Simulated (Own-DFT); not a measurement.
# Computed records: Hf$_{36}$O$_{71}$ (tetragonal hafnia with one neutral oxygen vacancy, atoms displaced)

A calculation, not a measurement: plane-wave PBE and HSE06 DFT by an unreviewed code, no spin, of a simulated cell at Gamma alone, so results move with cell size and shape, stress positive in tension, energies less offsets, not probed for a lower state with spin; hafnium file: forces about 75 meV/angstrom off all-electron values; oxygen file: force components 24 meV/angstrom off all-electron in a glass; k mesh not checked against a denser one; forces and stress are PBE's, HSE06 gives the energy alone, and its difference from PBE has offsets of its own; offsets are fitted by least squares, one for each functional and potential file, so energies compare only between cells with the same atoms and settings and are not formation energies; the far tail of each file's local potential was reset to the Coulomb form; each entry is a single point on an unrelaxed cell, so the pressure reflects the starting lattice, taken from the Materials Project, from which strain is counted, and rises with the displacements; printed positions are rounded, which can move forces by about a meV/angstrom; the program is a retired in-house code; no spin-orbit coupling. Program: Own-DFT development build.

Common to all runs: first functional PBE; second functional HSE06; exact exchange share 0.25; screening 0.11 1/bohr; exchange divergence Gygi-Baldereschi; potential files PseudoDojo norm-conserving, scalar-relativistic, made for PBE, standard set; wave cutoff 48 hartree; occupations fixed; k mesh 1 x 1 x 1 centred on Gamma.

```yaml
- entry: 1
  formula: Hf36O71
  kind: "tetragonal hafnia with one neutral oxygen vacancy, atoms displaced"
  structure:
    cell_angstrom: [[10.78, 0.0, 0.0], [0.0, 10.78, 0.0], [0.0, 0.0, 10.4493]]
    atoms_fractional:
      - [Hf, 0.00773, 0.00302, 0.99953]
      - [Hf, 0.16763, 0.16396, 0.25215]
      - [O, 0.00416, 0.16444, 0.14994]
      - [O, 0.157, 0.99903, 0.35561]
      - [O, 0.00188, 0.17051, 0.4028]
      - [O, 0.16474, 0.00111, 0.09122]
      - [Hf, 0.99504, 0.99533, 0.50642]
      - [Hf, 0.16442, 0.17523, 0.75384]
      - [O, 0.9979, 0.16731, 0.64489]
      - [O, 0.1619, 0.99757, 0.84714]
      - [O, 0.99057, 0.16781, 0.9045]
      - [O, 0.17277, 0.00085, 0.59987]
      - [Hf, 0.00298, 0.33711, 0.99662]
      - [Hf, 0.16952, 0.49379, 0.24809]
      - [O, 0.00152, 0.49542, 0.14772]
      - [O, 0.16629, 0.33297, 0.34244]
      - [O, 0.99745, 0.50442, 0.40866]
      - [O, 0.16199, 0.33436, 0.09573]
      - [Hf, 0.99892, 0.32596, 0.50122]
      - [Hf, 0.16256, 0.5071, 0.75126]
      - [O, 0.00565, 0.49829, 0.64131]
      - [O, 0.16101, 0.33524, 0.84262]
      - [O, 0.99938, 0.49441, 0.90564]
      - [O, 0.16588, 0.33571, 0.59241]
      - [Hf, 0.99724, 0.65993, 4.0e-05]
      - [Hf, 0.16664, 0.82582, 0.25491]
      - [O, 0.99687, 0.83644, 0.14544]
      - [O, 0.16492, 0.66747, 0.34447]
      - [O, 0.00282, 0.82905, 0.39741]
      - [O, 0.16891, 0.66802, 0.10129]
      - [Hf, 0.99328, 0.66579, 0.50377]
      - [Hf, 0.15732, 0.8389, 0.75154]
      - [O, 0.99665, 0.83037, 0.65488]
      - [O, 0.17472, 0.6565, 0.84387]
      - [O, 0.00029, 0.83373, 0.89679]
      - [O, 0.16461, 0.67447, 0.60323]
      - [Hf, 0.33759, 0.99534, 0.99986]
      - [Hf, 0.50199, 0.16101, 0.25549]
      - [O, 0.33467, 0.1677, 0.1577]
      - [O, 0.50718, 0.99897, 0.35145]
      - [O, 0.33295, 0.16535, 0.39534]
      - [O, 0.49885, 0.00156, 0.10071]
      - [Hf, 0.32773, 0.99475, 0.50302]
      - [Hf, 0.49896, 0.17329, 0.75693]
      - [O, 0.32758, 0.16437, 0.65596]
      - [O, 0.4961, 0.99943, 0.852]
      - [O, 0.33163, 0.17256, 0.90251]
      - [O, 0.4955, 0.0016, 0.59281]
      - [Hf, 0.3333, 0.33074, 0.00391]
      - [Hf, 0.49747, 0.49499, 0.2456]
      - [O, 0.33681, 0.50463, 0.14918]
      - [O, 0.49741, 0.33772, 0.3565]
      - [O, 0.33395, 0.49747, 0.40395]
      - [O, 0.49735, 0.3342, 0.09524]
      - [Hf, 0.32868, 0.32919, 0.49724]
      - [Hf, 0.49885, 0.50104, 0.74703]
      - [O, 0.33623, 0.5008, 0.64753]
      - [O, 0.50558, 0.33048, 0.83967]
      - [O, 0.32663, 0.50539, 0.90741]
      - [O, 0.50269, 0.33693, 0.59941]
      - [Hf, 0.3321, 0.66614, 0.99331]
      - [Hf, 0.5007, 0.83134, 0.25855]
      - [O, 0.33264, 0.83392, 0.15502]
      - [O, 0.50527, 0.66319, 0.35056]
      - [O, 0.50405, 0.65833, 0.09392]
      - [Hf, 0.33686, 0.66647, 0.49773]
      - [Hf, 0.50036, 0.82915, 0.74392]
      - [O, 0.32812, 0.83089, 0.6418]
      - [O, 0.50202, 0.66827, 0.84858]
      - [O, 0.32967, 0.83814, 0.89972]
      - [O, 0.50699, 0.66889, 0.6074]
      - [Hf, 0.67893, 0.99362, 0.9953]
      - [Hf, 0.82961, 0.17416, 0.25302]
      - [O, 0.67257, 0.16566, 0.14958]
      - [O, 0.83038, 0.00099, 0.34538]
      - [O, 0.66861, 0.17005, 0.39948]
      - [O, 0.84555, 0.00731, 0.09456]
      - [Hf, 0.66858, 0.00144, 0.50083]
      - [Hf, 0.83907, 0.16652, 0.75252]
      - [O, 0.66591, 0.16792, 0.64307]
      - [O, 0.83835, 0.99525, 0.84628]
      - [O, 0.67579, 0.17307, 0.90324]
      - [O, 0.83514, 0.99543, 0.59442]
      - [Hf, 0.66558, 0.33887, 0.99919]
      - [Hf, 0.83628, 0.49915, 0.25324]
      - [O, 0.66596, 0.49664, 0.15444]
      - [O, 0.83918, 0.33661, 0.35634]
      - [O, 0.66472, 0.49677, 0.39737]
      - [O, 0.83241, 0.33422, 0.0901]
      - [Hf, 0.66582, 0.33674, 0.50473]
      - [Hf, 0.83212, 0.49675, 0.74828]
      - [O, 0.67109, 0.49797, 0.65365]
      - [O, 0.84465, 0.33512, 0.84313]
      - [O, 0.67307, 0.49265, 0.90867]
      - [O, 0.83441, 0.33528, 0.58806]
      - [Hf, 0.67591, 0.6675, 0.99697]
      - [Hf, 0.83652, 0.83434, 0.25432]
      - [O, 0.6742, 0.83782, 0.15276]
      - [O, 0.8279, 0.66208, 0.34299]
      - [O, 0.66176, 0.83271, 0.3982]
      - [O, 0.84092, 0.67053, 0.1017]
      - [Hf, 0.67144, 0.66326, 0.50111]
      - [Hf, 0.83468, 0.82551, 0.75668]
      - [O, 0.66909, 0.83019, 0.65022]
      - [O, 0.83773, 0.67087, 0.84353]
      - [O, 0.67152, 0.8328, 0.89585]
      - [O, 0.83186, 0.67151, 0.5953]
  results:
    "PBE_energy_of_cell_above_offsets [eV]": "-97.736"
    "HSE06_less_PBE_above_offsets [eV]": "0.008"
    "PBE_pressure [GPa]": 1.78
    "PBE_stress_xx [GPa]": -0.4
    "PBE_stress_yy [GPa]": -3.02
    "PBE_stress_zz [GPa]": -1.92
    "PBE_stress_yz [GPa]": -0.58
    "PBE_stress_xz [GPa]": -0.32
    "PBE_stress_xy [GPa]": 0.02
    force_element: [Hf, Hf, O, O, O, O, Hf, Hf, O, O, O, O, Hf, Hf, O, O, O, O, Hf, Hf, O, O, O, O, Hf, Hf, O, O, O, O, Hf, Hf, O, O, O, O, Hf, Hf, O, O, O, O, Hf, Hf, O, O, O, O, Hf, Hf, O, O, O, O, Hf, Hf, O, O, O, O, Hf, Hf, O, O, O, Hf, Hf, O, O, O, O, Hf, Hf, O, O, O, O, Hf, Hf, O, O, O, O, Hf, Hf, O, O, O, O, Hf, Hf, O, O, O, O, Hf, Hf, O, O, O, O, Hf, Hf, O, O, O, O]
    "force_x [eV/angstrom]": [-0.933, -0.704, -0.289, 0.974, -0.171, 1.942, 1.826, 0.397, 0.453, -0.009, 0.632, -2.396, -1.161, -0.105, -0.085, 0.179, 0.153, 1.841, 0.213, 0.891, -1.517, 0.025, -0.029, 0.264, 1.541, -0.66, 0.698, 0.901, -0.903, -0.721, 2.204, 1.343, -0.036, -0.742, 0.442, 0.019, 0.157, 0.335, -0.126, -0.508, 0.024, 0.808, 0.871, 0.139, 0.815, 0.476, -0.099, 0.639, -0.6, 0.894, -1.188, 0.042, -0.552, 0.366, 1.151, -0.635, -0.382, -0.287, 0.936, -1.037, 0.461, 0.357, 0.477, -1.036, 0.381, -0.567, -0.488, 1.035, 0.094, -0.016, -0.71, -0.318, 0.998, -1.151, 0.217, 0.009, -1.966, -0.963, -1.262, 0.427, -0.728, -0.192, -0.7, 0.271, -0.343, 0.784, -0.173, 0.456, 0.405, -0.507, 1.386, -0.488, -0.457, 0.322, -0.252, -1.612, 0.395, -0.574, 0.048, 0.579, -1.141, -1.363, -0.424, -0.213, -0.215, -0.058, 0.095]
    "force_y [eV/angstrom]": [-0.525, -0.783, 0.571, -0.438, -1.636, 0.157, 0.604, -1.553, -0.137, 1.809, 0.169, -0.464, -1.927, 1.172, 0.419, -0.06, -0.61, 0.213, 1.488, -1.738, 0.582, 0.536, 2.341, -0.607, 1.593, 1.368, -0.39, -1.258, 0.23, -0.128, -0.255, -1.082, 0.558, 3.24, -1.329, -0.694, 0.731, 0.497, 0.36, -0.166, -0.446, -0.04, -0.048, -2.656, 0.776, 0.174, -0.614, -0.403, 0.554, 0.494, -0.556, -1.185, 0.529, 0.054, 0.159, 0.055, 0.224, 2.348, -2.455, -0.081, 0.983, 0.207, 0.072, 0.132, 0.766, 0.23, 1.091, -0.043, -0.453, -1.296, -0.44, 1.689, -0.809, 0.083, 0.214, 0.018, -0.384, 0.16, -0.336, -0.304, 0.622, -1.112, 0.291, -2.425, -0.762, 0.046, -0.079, 0.536, 0.096, -0.827, -0.63, 0.286, 0.188, 2.878, 0.206, -0.097, 0.288, -0.152, 0.975, -0.418, -0.759, 0.596, 2.923, 0.423, -3.306, -0.625, -0.485]
    "force_z [eV/angstrom]": [0.22, -0.295, 0.812, -0.76, -0.143, 0.999, -1.733, -0.95, 0.935, -0.163, -1.076, 0.602, 1.236, -0.146, 0.617, 0.483, -1.2, 0.072, -0.693, -2.212, 2.042, 0.715, -1.548, 0.48, 0.919, -1.259, 0.82, 0.89, 0.839, -1.044, -0.575, -0.433, -0.857, 1.423, 0.337, -1.129, 0.603, -0.516, -0.701, -0.276, 1.069, -0.199, -0.749, -2.047, 0.026, -0.616, 0.073, 0.483, 0.253, 0.759, 0.361, -1.154, -0.381, 0.168, 0.147, -0.451, 0.979, 1.687, -1.002, 0.26, 1.669, -1.022, 0.531, 0.097, -0.392, 0.634, -0.28, 0.469, -0.046, -0.335, -1.028, 1.428, -0.9, 0.611, 0.544, 0.014, -0.097, -0.307, 0.035, 1.402, -0.278, -0.581, 0.621, 1.771, -0.316, -0.19, -1.472, 1.066, 0.747, -1.174, -0.441, 0.065, -0.749, -1.813, 2.027, 1.558, -0.892, -0.764, 0.947, 0.928, -0.913, -1.414, -1.752, 0.23, 1.562, 0.397, 0.809]
- entry: 2
  formula: Hf36O71
  kind: "tetragonal hafnia with one neutral oxygen vacancy, atoms displaced"
  structure:
    cell_angstrom: [[10.78, 0.0, 0.0], [0.0, 10.78, 0.0], [0.0, 0.0, 10.4493]]
    atoms_fractional:
      - [Hf, 0.99513, 0.99404, 0.98636]
      - [Hf, 0.16701, 0.16356, 0.26001]
      - [O, 0.00941, 0.16607, 0.16156]
      - [O, 0.15231, 0.00012, 0.33825]
      - [O, 0.00679, 0.17045, 0.40095]
      - [O, 0.16408, 0.99684, 0.0976]
      - [Hf, 0.9938, 0.00881, 0.49492]
      - [Hf, 0.15615, 0.17255, 0.7422]
      - [O, 0.99815, 0.16539, 0.65691]
      - [O, 0.17099, 0.99235, 0.84845]
      - [O, 0.00686, 0.17147, 0.90257]
      - [O, 0.15154, 0.99824, 0.59617]
      - [Hf, 0.98575, 0.33008, 0.00564]
      - [Hf, 0.16601, 0.50604, 0.25459]
      - [O, 0.98808, 0.50016, 0.16319]
      - [O, 0.16057, 0.33597, 0.34904]
      - [O, 0.98301, 0.50112, 0.40924]
      - [O, 0.15096, 0.33823, 0.1073]
      - [Hf, 0.00216, 0.33853, 0.51149]
      - [Hf, 0.16536, 0.50067, 0.75763]
      - [O, 0.00709, 0.4933, 0.65011]
      - [O, 0.17455, 0.33414, 0.84762]
      - [O, 0.01071, 0.50377, 0.88952]
      - [O, 0.16536, 0.32846, 0.60079]
      - [Hf, 0.01302, 0.66523, 0.98397]
      - [Hf, 0.17254, 0.82714, 0.25339]
      - [O, 0.99561, 0.82635, 0.13746]
      - [O, 0.16928, 0.66281, 0.34544]
      - [O, 0.01057, 0.83494, 0.39753]
      - [O, 0.16509, 0.6607, 0.09167]
      - [Hf, 0.9908, 0.67295, 0.4961]
      - [Hf, 0.16368, 0.83309, 0.75667]
      - [O, 0.99365, 0.84345, 0.65204]
      - [O, 0.16353, 0.66759, 0.85161]
      - [O, 0.9851, 0.83937, 0.89956]
      - [O, 0.17237, 0.67967, 0.60345]
      - [Hf, 0.31955, 0.99716, 0.00162]
      - [Hf, 0.48959, 0.17107, 0.2402]
      - [O, 0.32528, 0.15197, 0.15813]
      - [O, 0.50158, 0.00791, 0.34219]
      - [O, 0.3491, 0.14998, 0.3996]
      - [O, 0.49304, 0.98984, 0.11698]
      - [Hf, 0.33002, 0.99635, 0.49722]
      - [Hf, 0.50385, 0.17853, 0.75067]
      - [O, 0.33213, 0.16816, 0.65301]
      - [O, 0.50143, 0.00834, 0.84219]
      - [O, 0.33873, 0.16216, 0.8915]
      - [O, 0.50005, 0.99212, 0.60986]
      - [Hf, 0.32875, 0.33763, 0.00774]
      - [Hf, 0.49517, 0.5055, 0.25466]
      - [O, 0.32009, 0.49504, 0.15408]
      - [O, 0.5052, 0.33548, 0.36609]
      - [O, 0.33152, 0.49716, 0.39584]
      - [O, 0.50446, 0.34528, 0.09723]
      - [Hf, 0.32931, 0.33411, 0.5089]
      - [Hf, 0.50016, 0.48848, 0.74376]
      - [O, 0.323, 0.5115, 0.64523]
      - [O, 0.50645, 0.33553, 0.86212]
      - [O, 0.34467, 0.50812, 0.90159]
      - [O, 0.50126, 0.33086, 0.60239]
      - [Hf, 0.34714, 0.66637, 0.01773]
      - [Hf, 0.51053, 0.85107, 0.24027]
      - [O, 0.33577, 0.82588, 0.16396]
      - [O, 0.50776, 0.65925, 0.35839]
      - [O, 0.32225, 0.82293, 0.41432]
      - [O, 0.49196, 0.66419, 0.093]
      - [Hf, 0.33905, 0.66805, 0.49258]
      - [Hf, 0.50684, 0.82531, 0.7458]
      - [O, 0.33649, 0.83147, 0.65377]
      - [O, 0.50371, 0.66157, 0.8537]
      - [O, 0.3275, 0.84625, 0.92001]
      - [O, 0.49586, 0.66402, 0.59186]
      - [Hf, 0.66367, 0.99878, 0.98605]
      - [Hf, 0.8239, 0.17069, 0.25173]
      - [O, 0.67127, 0.16347, 0.16529]
      - [O, 0.82083, 0.9839, 0.33828]
      - [O, 0.66145, 0.17074, 0.40064]
      - [O, 0.83236, 0.99014, 0.10965]
      - [Hf, 0.66818, 0.99713, 0.50206]
      - [Hf, 0.83049, 0.16955, 0.73831]
      - [O, 0.65635, 0.15698, 0.6612]
      - [O, 0.81924, 0.00968, 0.84628]
      - [O, 0.66205, 0.16824, 0.89928]
      - [O, 0.82959, 0.01608, 0.59953]
      - [Hf, 0.66976, 0.32935, 0.9937]
      - [Hf, 0.82554, 0.50011, 0.25224]
      - [O, 0.66192, 0.50437, 0.15432]
      - [O, 0.84342, 0.31718, 0.33868]
      - [O, 0.66635, 0.50628, 0.39732]
      - [O, 0.83472, 0.33164, 0.08806]
      - [Hf, 0.67039, 0.31913, 0.49729]
      - [Hf, 0.82281, 0.49239, 0.74359]
      - [O, 0.67254, 0.49545, 0.64922]
      - [O, 0.82875, 0.32496, 0.83863]
      - [O, 0.65988, 0.50255, 0.91347]
      - [O, 0.83667, 0.33529, 0.59185]
      - [Hf, 0.66645, 0.66402, 0.00051]
      - [Hf, 0.82762, 0.83609, 0.25096]
      - [O, 0.67095, 0.83172, 0.14969]
      - [O, 0.85027, 0.66575, 0.35701]
      - [O, 0.66147, 0.83481, 0.40111]
      - [O, 0.84449, 0.6666, 0.087]
      - [Hf, 0.67647, 0.66474, 0.51053]
      - [Hf, 0.83422, 0.83455, 0.75078]
      - [O, 0.8272, 0.67353, 0.8501]
      - [O, 0.65966, 0.83212, 0.90772]
      - [O, 0.82353, 0.66083, 0.58582]
  results:
    "PBE_energy_of_cell_above_offsets [eV]": "-87.027"
    "HSE06_less_PBE_above_offsets [eV]": "0.547"
    "PBE_pressure [GPa]": 5.59
    "PBE_stress_xx [GPa]": -6.57
    "PBE_stress_yy [GPa]": -5.06
    "PBE_stress_zz [GPa]": -5.13
    "PBE_stress_yz [GPa]": -1.93
    "PBE_stress_xz [GPa]": -1.17
    "PBE_stress_xy [GPa]": -0.13
    force_element: [Hf, Hf, O, O, O, O, Hf, Hf, O, O, O, O, Hf, Hf, O, O, O, O, Hf, Hf, O, O, O, O, Hf, Hf, O, O, O, O, Hf, Hf, O, O, O, O, Hf, Hf, O, O, O, O, Hf, Hf, O, O, O, O, Hf, Hf, O, O, O, O, Hf, Hf, O, O, O, O, Hf, Hf, O, O, O, O, Hf, Hf, O, O, O, O, Hf, Hf, O, O, O, O, Hf, Hf, O, O, O, O, Hf, Hf, O, O, O, O, Hf, Hf, O, O, O, O, Hf, Hf, O, O, O, O, Hf, Hf, O, O, O]
    "force_x [eV/angstrom]": [0.468, -1.855, -2.544, 1.252, -0.641, -1.109, 1.278, 3.542, -1.337, -1.2, -0.499, 1.873, 5.51, -2.294, 1.129, 0.935, 0.852, 1.948, 1.019, 0.289, -1.62, 0.43, -1.518, 0.279, -1.904, -2.876, 1.359, -0.452, -0.678, 0.842, 2.653, 1.476, -0.993, 0.038, 0.451, -1.77, 1.086, 0.975, 1.011, 0.47, -1.368, 0.884, 0.331, -3.944, -0.354, 1.223, -0.525, 0.5, -1.292, 0.619, 2.511, -0.677, 0.001, -1.116, 0.773, -1.789, 1.86, -0.207, -0.633, 0.089, -6.782, -0.397, 0.177, -1.216, -0.074, 6.262, -1.19, -0.941, -0.206, 0.105, 0.703, 2.335, -0.185, 3.561, -3.164, 0.444, 1.1, -0.098, -2.058, -0.478, 3.01, 0.67, 0.224, 0.028, -1.617, 1.054, 0.377, -0.982, 1.262, -3.271, -1.816, 3.358, -2.085, -0.245, 1.271, -1.498, 1.824, 2.848, -1.136, -1.734, 0.068, -2.374, -7.085, -0.482, -0.171, -0.008, 5.851]
    "force_y [eV/angstrom]": [1.601, 1.472, 0.202, -1.138, -0.544, -0.509, -1.518, -0.886, 0.49, 2.037, -0.761, 0.602, 0.63, -2.288, -0.336, -0.144, -0.78, -0.028, 0.804, 0.824, 0.233, -0.027, -1.847, -0.387, 0.8, 0.836, 0.498, 0.607, 0.273, 0.033, -0.272, -1.097, -0.976, 0.942, -1.583, -0.258, 3.544, -0.012, 1.775, -1.091, 2.916, 1.592, -0.98, -2.188, 0.189, -1.73, 1.238, -0.378, -0.086, -0.843, 0.123, -0.113, -0.364, -1.502, -0.143, 2.132, -2.146, 0.404, -1.657, 0.708, 0.637, -1.737, -0.331, 1.252, 4.16, -0.287, -2.544, 1.321, 0.512, 0.692, -4.901, 0.186, 0.051, -4.495, 0.578, 5.078, -2.102, 1.074, -0.397, -1.584, 1.145, -1.008, 0.273, -0.614, 0.851, 1.074, 0.289, 4.442, -1.968, -0.321, 2.997, 1.398, -0.024, 2.175, -1.739, -0.634, 0.528, -3.365, -0.79, 0.966, -0.714, -0.841, 0.527, 0.095, -1.383, 0.271, 0.313]
    "force_z [eV/angstrom]": [4.411, -1.179, -1.013, 1.533, 1.742, -0.379, -0.744, 2.463, -1.468, -0.136, -0.457, -0.393, -0.674, -0.969, -0.677, 1.356, 0.577, -1.616, -3.368, -0.429, 0.335, 0.061, 1.144, 0.519, 2.916, -1.21, 1.415, 0.886, 0.763, 1.254, -0.001, -2.599, 0.204, -0.481, -2.019, -0.895, 0.219, 1.966, -1.275, 1.43, 0.259, -3.274, 2.394, 2.003, -0.995, 0.872, 2.232, -2.528, -1.434, 1.245, -0.836, -1.891, 0.494, 0.772, -1.597, 1.319, 0.525, -1.706, 0.345, 0.864, -4.934, 2.279, -0.01, -1.849, -2.236, 4.076, 2.146, 0.204, 1.43, -1.421, -1.802, 2.098, 1.627, -1.25, -2.749, 3.693, 0.526, -2.984, -0.379, 1.122, -2.583, 0.057, 0.663, -0.821, 0.931, 0.526, -0.118, 1.985, 0.984, 1.83, -0.877, 1.712, -0.027, 0.709, -2.09, 1.098, 0.938, -2.953, -0.605, -1.545, 1.007, 0.212, -4.869, 0.469, -2.032, -1.284, 4.819]
```
